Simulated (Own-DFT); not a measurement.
## Calculated data, InAs (zincblende, strongly disordered by large displacements)

Computed with Own-DFT development build. A calculation, not a measurement: plane-wave PBE density functional theory by an unreviewed code, no spin, of a simulated periodic cell, stress positive in tension, free energy of the whole cell less one offset for each atom, forces on such cells passed a denser k mesh, this cell's mesh not checked; broken bonds can close the gap or carry spin, so checks made on this kind of crystal may not hold here; offsets are fitted by least squares, one for each functional and potential file, so energies compare only between cells with the same atoms and settings and are not formation energies; the far tail of each file's local potential was reset to the Coulomb form; each entry is a single point on an unrelaxed cell, so the pressure reflects the starting lattice, mostly measured values (interpolated for alloys), from which strain is counted, and rises with the displacements; printed positions are rounded, which can move forces by about a meV/angstrom; the program, named Own-DFT, is a retired in-house code; no spin-orbit coupling.

Settings shared by all entries: functional PBE; potential files PseudoDojo norm-conserving, scalar-relativistic, standard set; wave cutoff 42 hartree; occupations Fermi-Dirac; smearing width 0.1 eV; hardware one NVIDIA H200; k mesh 3 x 3 x 3 centred on Gamma.

(1) InAs (zincblende, strongly disordered by large displacements)

```
InAs
1.0
     12.1166     0.0000     0.0000
      0.0000    12.1166     0.0000
      0.0000     0.0000    12.1166
In As In As In As In As In As In As In As In As
4 4 4 4 4 4 4 4 4 4 4 4 4 4 4 4
Direct
  0.99108 0.03640 0.00176
  0.98122 0.21244 0.23346
  0.24369 0.01306 0.22701
  0.24868 0.25204 0.00266
  0.15820 0.15267 0.11937
  0.11435 0.40376 0.35924
  0.35139 0.12409 0.38066
  0.35421 0.37081 0.11850
  0.00615 0.99897 0.51506
  0.99429 0.24195 0.73457
  0.24125 0.04634 0.74588
  0.24362 0.21480 0.50842
  0.10968 0.10279 0.62413
  0.10408 0.36935 0.89105
  0.40238 0.13113 0.91531
  0.38830 0.35803 0.63375
  0.00958 0.48643 0.99383
  0.97747 0.74583 0.23960
  0.24843 0.50980 0.25938
  0.26444 0.74348 0.97893
  0.12530 0.60184 0.11395
  0.13324 0.89746 0.35848
  0.37548 0.63293 0.37341
  0.40674 0.89120 0.11786
  0.02025 0.52563 0.48888
  0.00929 0.76850 0.73283
  0.28551 0.50692 0.76432
  0.21937 0.75574 0.50624
  0.13442 0.60818 0.59687
  0.13045 0.87444 0.90151
  0.38335 0.60296 0.88039
  0.37365 0.89545 0.59791
  0.49332 0.98717 0.98529
  0.50860 0.24387 0.25460
  0.74982 0.97571 0.22664
  0.72685 0.26157 0.98065
  0.63598 0.15948 0.12801
  0.61833 0.35785 0.36840
  0.85100 0.13709 0.35941
  0.87011 0.38823 0.13055
  0.49355 0.99842 0.51604
  0.47878 0.26632 0.75554
  0.75449 0.98765 0.75175
  0.76219 0.23023 0.48238
  0.63395 0.14889 0.61735
  0.63165 0.36026 0.86354
  0.85523 0.10746 0.88148
  0.84818 0.35645 0.66253
  0.50361 0.46775 0.03688
  0.51763 0.76087 0.27302
  0.74446 0.51968 0.23567
  0.75546 0.76046 0.99043
  0.63848 0.63267 0.14800
  0.60965 0.89739 0.34159
  0.84613 0.64207 0.35229
  0.88366 0.87291 0.11545
  0.50412 0.51992 0.51278
  0.50344 0.75360 0.74353
  0.74512 0.48238 0.74686
  0.76760 0.75025 0.48002
  0.60519 0.61720 0.62232
  0.61507 0.87470 0.86564
  0.89623 0.61419 0.85437
  0.87301 0.82890 0.61024
```

* free energy of cell above offsets: 7.654 eV
* pressure: 10.84 GPa
* stress xx: -10.64 GPa
* stress yy: -10.26 GPa
* stress zz: -11.62 GPa
* stress yz: -0.6 GPa
* stress xz: -1.17 GPa
* stress xy: -0.77 GPa
* wall time: 1152 s

Force:
```
element  x (eV/Å)  y (eV/Å)  z (eV/Å)
     In     2.457    -1.659      1.46
     In      1.56     2.779    -1.095
     In     2.216    -1.732     0.669
     In     2.118      3.12    -5.961
     As    -6.162    -3.329      3.47
     As    -0.958    -3.787     0.523
     As     3.081     -1.47    -2.484
     As     0.432      0.35     3.304
     In    -4.003    -3.525    -4.539
     In     0.475    -0.161     2.072
     In     3.826    -2.824     3.935
     In    -1.298     3.661     1.114
     As    -0.135     4.291     1.041
     As     3.826    -3.832    -4.756
     As    -2.934     3.959    -3.762
     As    -4.698     3.842    -5.406
     In    -3.914     2.899     2.516
     In     3.247    -0.253     0.073
     In       1.4     0.395     -1.11
     In      0.29    -0.369     1.956
     As     0.519      2.73     0.693
     As    -1.768    -1.591     0.627
     As    -0.015     0.594     0.755
     As    -3.474    -3.337     3.504
     In    -5.996    -2.875    -3.693
     In     2.601     -1.83     2.613
     In    -4.501    -4.093     -4.25
     In     2.338     2.289     -2.21
     As     3.385     1.932     7.123
     As    -1.271     1.803    -2.069
     As     4.362     3.641     3.533
     As    -4.992    -4.688     4.722
     In     4.197    -0.296    -0.111
     In     -3.57    -0.383    -0.131
     In     0.113     2.464    -0.372
     In     4.522     -2.21     3.629
     As     0.342    -3.427    -0.501
     As     1.519     3.204     2.028
     As     3.048     -5.87    -2.874
     As     0.305    -1.465    -0.998
     In     5.076     4.687    -3.679
     In     3.793    -4.526     4.553
     In    -0.683    -0.273    -2.109
     In    -2.853     4.966     4.258
     As     -1.19    -2.084     1.478
     As    -4.201     3.755    -1.921
     As    -0.205     2.272      -1.1
     As     2.418    -2.643    -5.108
     In     2.271     1.807    -1.527
     In     -4.01    -5.067    -2.962
     In     2.391    -6.576     2.866
     In    -0.016    -1.546     -0.67
     As    -4.823     3.942     -5.15
     As     2.589     4.266     5.348
     As     3.269    -2.871    -0.019
     As     0.545     1.234    -1.576
     In    -3.842    -4.851    -5.161
     In    -1.807      -0.2     -0.51
     In    -1.908      5.19     1.741
     In    -5.756     0.799    -0.078
     As     5.606      3.61     3.738
     As     1.289    -0.387     0.213
     As    -1.074     0.698     0.427
     As     0.632     4.851     1.909
```

(2) InAs (zincblende, strongly disordered by large displacements)

```
InAs
1.0
     12.1166     0.0000     0.0000
      0.0000    12.1166     0.0000
      0.0000     0.0000    12.1166
In As In As In As In As In As In As In As In As
4 4 4 4 4 4 4 4 4 4 4 4 4 4 4 4
Direct
  0.99232 0.98873 0.00225
  0.97423 0.23334 0.23641
  0.24048 0.00741 0.24627
  0.23732 0.25930 0.99395
  0.10595 0.14810 0.14076
  0.12520 0.36698 0.38903
  0.40791 0.10661 0.39396
  0.36192 0.37272 0.13132
  0.98736 0.95467 0.51240
  0.98903 0.25082 0.74534
  0.24596 0.98561 0.73100
  0.29615 0.26266 0.51651
  0.11327 0.11011 0.62527
  0.12943 0.36130 0.86254
  0.36926 0.11230 0.89436
  0.35421 0.38141 0.62197
  0.01036 0.48439 0.01703
  0.01537 0.75140 0.26078
  0.27109 0.46695 0.26216
  0.24969 0.74367 0.00355
  0.13705 0.62486 0.13671
  0.15367 0.86604 0.36039
  0.38992 0.62971 0.39476
  0.35899 0.86687 0.10910
  0.00527 0.52176 0.50403
  0.99756 0.73889 0.71096
  0.27076 0.49593 0.75666
  0.26339 0.73342 0.50638
  0.14601 0.60802 0.62053
  0.13666 0.88904 0.90119
  0.35463 0.62854 0.85766
  0.39450 0.89200 0.61363
  0.48113 0.01483 0.97925
  0.48859 0.23702 0.24962
  0.74041 0.99289 0.23660
  0.77285 0.25033 0.00909
  0.63170 0.13699 0.12229
  0.62498 0.38262 0.37912
  0.87588 0.13748 0.37048
  0.86569 0.37941 0.09260
  0.50361 0.00571 0.51517
  0.51158 0.24287 0.76675
  0.76181 0.98587 0.74112
  0.74378 0.21430 0.48256
  0.63671 0.14692 0.60755
  0.62669 0.36382 0.88147
  0.87286 0.10437 0.82523
  0.87496 0.37643 0.61718
  0.50938 0.50271 0.99075
  0.46166 0.75711 0.22622
  0.74383 0.49648 0.25633
  0.76168 0.75120 0.00909
  0.63232 0.60789 0.14107
  0.59652 0.88416 0.41718
  0.85844 0.61250 0.39146
  0.89380 0.86563 0.13581
  0.48202 0.54262 0.50560
  0.51994 0.75870 0.73611
  0.73890 0.51446 0.73050
  0.76377 0.73314 0.49970
  0.61816 0.64318 0.60643
  0.62083 0.86652 0.90206
  0.85682 0.62626 0.86848
  0.84964 0.86674 0.61005
```

* free energy of cell above offsets: 1.948 eV
* pressure: 9.67 GPa
* stress xx: -9.38 GPa
* stress yy: -9.81 GPa
* stress zz: -9.81 GPa
* stress yz: -0.93 GPa
* stress xz: -0.4 GPa
* stress xy: 0.35 GPa
* wall time: 1150 s

Force:
```
element  x (eV/Å)  y (eV/Å)  z (eV/Å)
     In    -0.224     1.996    -0.392
     In     -1.59      4.71     1.259
     In     1.127     1.446    -0.488
     In     0.844    -1.301     1.579
     As     3.919    -3.167    -3.613
     As    -0.186     -0.22    -0.255
     As    -4.495     3.188    -3.795
     As     3.247    -2.086    -3.782
     In     3.592     3.026    -2.665
     In     0.837     0.445    -0.927
     In    -0.253      0.28      1.41
     In    -5.164    -8.323    -7.399
     As     0.245     0.535     -0.96
     As    -1.164      1.72    -0.524
     As     -6.63      5.96    -6.175
     As     6.315     6.155      5.64
     In     2.117     2.123    -1.943
     In    -0.752     -1.44     0.254
     In     -3.11     3.151     3.593
     In    -1.648    -1.439    -1.408
     As    -0.191    -1.545     0.258
     As    -1.057    -0.587     2.771
     As    -5.695     4.334    -9.807
     As     0.066     4.092    -0.364
     In    -0.119    -2.474    -0.473
     In     0.083     0.031     2.166
     In    -3.084    -2.138    -0.168
     In    -0.655     2.408     0.297
     As    -0.314     1.027     1.111
     As     0.304    -0.962    -2.279
     As     3.645     2.808     2.327
     As    -3.225     -3.74      2.94
     In     7.177    -5.607     5.657
     In     0.936     1.218     0.183
     In    -0.041    -0.207     1.519
     In    -3.461    -4.869    -4.135
     As    -0.749    -0.931    -0.657
     As    -1.223    -1.049     0.847
     As     0.752    -4.234     0.164
     As     1.632     3.034     5.202
     In     2.527     3.753     3.567
     In     -1.19     -0.42    -0.997
     In    -5.271    -1.707    -0.507
     In     1.945     5.389     -2.88
     As    -4.191    -3.303     6.211
     As     1.229     1.188    -0.127
     As     2.627     2.806     5.288
     As    -0.546     0.384    -0.471
     In    -0.887     0.065     0.399
     In     3.269    -2.011     3.006
     In     1.364    -1.738     0.418
     In    -0.276    -0.733     0.723
     As    -1.999     2.927    -2.051
     As     4.413    -4.927    -5.411
     As     2.761    -0.953    -3.337
     As    -1.611     0.267     0.239
     In     5.496    -8.308     5.885
     In    -1.367     1.081     1.949
     In      0.01    -1.365     0.471
     In    -3.186     1.974    -0.814
     As      1.23    -1.118     1.526
     As    -0.065     0.767    -1.528
     As     1.786    -0.231     -0.25
     As     0.123    -1.156      1.72
```

(3) InAs (zincblende, strongly disordered by large displacements)

```
InAs
1.0
     12.1166     0.0000     0.0000
      0.0000    12.1166     0.0000
      0.0000     0.0000    12.1166
In As In As In As In As In As In As In As In As
4 4 4 4 4 4 4 4 4 4 4 4 4 4 4 4
Direct
  0.99412 0.01858 0.98524
  0.00269 0.23766 0.24239
  0.23811 0.98646 0.24908
  0.24650 0.25999 0.99492
  0.13229 0.13542 0.13889
  0.14159 0.35716 0.34500
  0.41411 0.13340 0.38183
  0.36329 0.39356 0.15441
  0.99233 0.00886 0.46792
  0.97633 0.24530 0.73256
  0.20536 0.00378 0.76243
  0.24208 0.25415 0.49689
  0.11417 0.10954 0.64491
  0.09181 0.39802 0.85610
  0.38834 0.10190 0.87138
  0.39661 0.36197 0.60196
  0.99256 0.49582 0.97399
  0.99855 0.77205 0.25430
  0.25579 0.51978 0.27162
  0.23904 0.77181 0.98528
  0.13706 0.63085 0.12184
  0.12338 0.88081 0.38891
  0.35028 0.63344 0.37870
  0.35914 0.88009 0.10770
  0.97954 0.48499 0.53087
  0.00333 0.76192 0.77842
  0.22893 0.50056 0.79478
  0.23818 0.77235 0.51304
  0.15096 0.62834 0.59896
  0.13630 0.88090 0.87660
  0.39869 0.64838 0.86913
  0.37047 0.86038 0.60282
  0.48509 0.97059 0.99928
  0.52186 0.23000 0.26152
  0.75235 0.99307 0.23687
  0.74654 0.25444 0.98878
  0.61413 0.13250 0.13576
  0.62648 0.35729 0.36854
  0.83651 0.11381 0.36767
  0.89515 0.39481 0.12766
  0.53651 0.03016 0.49239
  0.49399 0.21966 0.77158
  0.72518 0.01691 0.72997
  0.75443 0.23484 0.49607
  0.61777 0.13797 0.61445
  0.60058 0.38668 0.87452
  0.87685 0.11540 0.85746
  0.86197 0.37019 0.61032
  0.50651 0.49167 0.99479
  0.54468 0.73013 0.23637
  0.72653 0.50304 0.25440
  0.75454 0.71841 0.99457
  0.61672 0.61834 0.11086
  0.62996 0.88337 0.38048
  0.85642 0.62461 0.39337
  0.86816 0.88404 0.14733
  0.47285 0.51074 0.49424
  0.50840 0.72864 0.74732
  0.74641 0.48787 0.77258
  0.75513 0.76056 0.50527
  0.62513 0.59888 0.61258
  0.60694 0.86813 0.91002
  0.89621 0.60932 0.85744
  0.88541 0.82000 0.63309
```

* free energy of cell above offsets: 5.654 eV
* pressure: 10.47 GPa
* stress xx: -10.06 GPa
* stress yy: -10.62 GPa
* stress zz: -10.72 GPa
* stress yz: 0.25 GPa
* stress xz: 1.27 GPa
* stress xy: -0.49 GPa
* wall time: 1152 s

Force:
```
element  x (eV/Å)  y (eV/Å)  z (eV/Å)
     In     1.244    -1.226     2.669
     In    -2.645      1.35     1.126
     In     1.494     0.734     0.175
     In       0.6     0.492     0.256
     As     0.791    -1.802    -2.578
     As     -1.19      0.48     1.403
     As    -5.715    -1.287     0.757
     As     1.746     -1.87    -2.345
     In    -0.997     0.424     2.241
     In      1.03     0.482     0.048
     In     6.344     0.512    -1.155
     In     0.729     -0.69     0.632
     As    -2.316       3.6    -5.125
     As    -0.182    -7.292     -1.45
     As    -3.997    -1.259     1.679
     As    -1.365    -1.653     2.569
     In    -0.167      1.32      6.88
     In     0.576    -2.443     0.441
     In    -3.252    -2.024    -3.022
     In     2.559    -4.289     2.504
     As     -1.28     0.308    -0.403
     As     -0.04     -0.09    -1.538
     As     3.654     4.102     2.107
     As    -0.805    -1.626     3.784
     In     4.555     4.411    -3.597
     In     1.569     -0.73     -0.96
     In     5.506     3.992    -3.414
     In    -0.917    -0.668    -2.894
     As     -2.93    -3.902     3.286
     As    -4.748    -0.512     1.625
     As    -4.753    -3.382     4.331
     As     4.578     3.749     3.726
     In    -0.411     4.745       1.9
     In    -2.123     3.791     -0.67
     In    -4.735     1.911     0.909
     In     0.342      0.11     1.075
     As     2.773    -3.269    -4.914
     As     0.482      2.32     1.778
     As     3.386     0.571    -0.322
     As    -1.688    -0.932     0.293
     In    -2.867    -5.014    -1.884
     In      1.46     3.675    -2.866
     In     1.696    -3.072      1.74
     In    -0.831     2.206     0.203
     As     1.285      3.58     3.756
     As     2.311    -4.009    -2.393
     As    -2.361     0.906    -0.185
     As    -3.448    -2.601     3.206
     In    -4.503     1.861      2.93
     In    -3.864     3.936     4.347
     In     1.684    -0.295     0.202
     In     0.999      1.67    -0.312
     As      2.36    -2.827    -2.236
     As     0.231    -1.204     -0.83
     As     1.457    -0.958    -1.786
     As     2.798    -2.784    -5.132
     In     1.159     0.133    -0.813
     In     2.868      2.97    -4.333
     In    -0.146     0.453     -2.17
     In    -2.799    -0.997    -0.764
     As     0.871     1.043     0.646
     As     4.677    -3.049    -4.432
     As    -3.048     1.993    -0.788
     As     0.309     3.928     0.084
```
